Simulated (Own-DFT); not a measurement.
# One host, several defects: C11b WSi2

The numbers are computed, not measured, by runs of the plane-wave DFT program Own-DFT (in-house, retired, unreviewed) at fixed positions, with no spin and no spin-orbit coupling.

Settings: PBEsol; PseudoDojo norm-conserving scalar-relativistic files, made for PBE; cutoff 50 hartree; 5 x 5 x 5 k mesh centred on Gamma; cold (Marzari-Vanderbilt) smearing of 0.2 eV.

Keep in mind: forces on such cells failed a check on a denser k mesh; stress not checked against mesh or cutoff.

All runs share one cell, with vectors in Å (-2.148, -5.953, 3.409); (-6.444, 2.976, 1.136); (-2.553, -2.948, -6.757) and a volume of 403.2 Å³. u is the rms random offset of the atoms per axis. The defect's site can differ from row to row.

| cell | formula | u (Å) | P (GPa) |
|---|---|---|---|
| no defect | Si20W10 | 0.0206 | 0.29 |
| no defect | Si20W10 | 0.0211 | 0.29 |
| no defect | Si20W10 | 0.0445 | 1.87 |
| one Si on a W site | Si21W9 | 0.0302 | ? |
| one Si on a W site | Si21W9 | 0.0332 | 2.47 |
| one Si on a W site | Si21W9 | 0.0502 | 3.64 |
| one Si on a W site | Si21W9 | 0.0560 | 3.75 |
| one Si vacancy | Si19W10 | 0.0273 | -0.43 |
| one Si vacancy | Si19W10 | 0.0344 | -0.80 |
| one Si vacancy | Si19W10 | 0.0438 | 0.25 |
| one W on a Si site | Si19W11 | 0.0312 | 5.39 |
| one W on a Si site | Si19W11 | 0.0338 | 5.81 |
| one W on a Si site | Si19W11 | 0.0479 | 6.35 |

## Analysis

P = P0 + c u² + a shift for each defect gives P0 = 0.09 GPa, c = 763 ± 115 GPa/Å² and a scatter of 0.27 GPa. The shifts, and each times the cell's volume:

- one W on a Si site: 4.64 ± 0.23 GPa, 11.7 eV
- one Si on a W site: 1.48 ± 0.27 GPa, 3.7 eV
- one Si vacancy: -1.40 ± 0.22 GPa, -3.5 eV

Positive is outwards. The product with the volume (160.2 GPa Å³ to the eV) is nearly free of the cell's size; divided by the bulk modulus at the cell's pressure it gives the volume that the defect adds. The atoms around the defects weren't relaxed, which would change these numbers.

## Test on the hidden row

Asked: what pressure belongs in the blank (one Si on a W site, u = 0.0302 Å)?

The fit gives 2.26 ± 0.35 GPa. The calculation gave 2.57 GPa.
